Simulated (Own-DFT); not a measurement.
# What a defect does to the pressure of its cell: zincblende GaAs

Source: density functional calculations with Own-DFT, an unreviewed in-house program that is no longer used. Nothing was measured or relaxed, and spin and spin-orbit coupling are left out.

Common settings: PBE; PseudoDojo norm-conserving scalar-relativistic files; cutoff 42 hartree; 3 x 3 x 3 k mesh centred on Gamma; Fermi-Dirac smearing of 0.1 eV.

Keep in mind (not all hold for every row): not probed for a lower state with spin; forces not confirmed at this smearing and k mesh; stress not checked against mesh or cutoff.

All runs share one cell, with vectors in Å (11.737, 0.000, 0.000); (0.000, 11.737, 0.000); (0.000, 0.000, 10.919) and a volume of 1504.3 Å³, strained against the parent crystal. Atoms were moved at random from their sites; u is the rms move along one axis. The defect's site can differ from row to row.

| cell | formula | u (Å) | P (GPa) |
|---|---|---|---|
| no defect | As32Ga32 | 0.0271 | 0.73 |
| no defect | As32Ga32 | 0.0465 | 0.98 |
| no defect | As32Ga32 | 0.0501 | 0.97 |
| one Al on a Ga site | AlAs32Ga31 | 0.0305 | 0.74 |
| one Al on a Ga site | AlAs32Ga31 | 0.0331 | 0.75 |
| one Al on a Ga site | AlAs32Ga31 | 0.0484 | 1.01 |
| one Al on a Ga site | AlAs32Ga31 | 0.0510 | ? |
| one In on a Ga site | As32Ga31In | 0.0294 | 1.31 |
| one In on a Ga site | As32Ga31In | 0.0297 | 1.35 |
| one In on a Ga site | As32Ga31In | 0.0456 | 1.57 |
| one As vacancy and one Ga vacancy | As31Ga31 | 0.0292 | 0.44 |
| one As vacancy and one Ga vacancy | As31Ga31 | 0.0306 | 0.46 |
| one As vacancy and one Ga vacancy | As31Ga31 | 0.0494 | 0.67 |
| one P on an As site | As31Ga32P | 0.0311 | 0.53 |
| one P on an As site | As31Ga32P | 0.0315 | 0.55 |
| one P on an As site | As31Ga32P | 0.0463 | 0.71 |

## What the rows give

P = P0 + c u² + a shift for each defect gives P0 = 0.60 GPa, c = 163 ± 11 GPa/Å² and a scatter of 0.03 GPa. The shifts, and each times the cell's volume:

- one In on a Ga site: 0.60 ± 0.02 GPa, 5.6 eV
- one Al on a Ga site: 0.00 ± 0.02 GPa, 0.0 eV (not resolved)
- one P on an As site: -0.23 ± 0.02 GPa, -2.1 eV
- one As vacancy and one Ga vacancy: -0.31 ± 0.02 GPa, -2.9 eV

A positive shift means that the defect pushes the cell outwards. Shift times volume (160.2 GPa Å³ is 1 eV) depends little on the cell's size, so, taken for each site, it can be compared between cells at like pressure. The atoms around the defects weren't relaxed, which would change these numbers.

## Withheld run

The question: what pressure belongs in the blank (one Al on a Ga site, u = 0.0510 Å)?

From the fit: 1.02 ± 0.04 GPa. DFT gave 1.09 GPa.
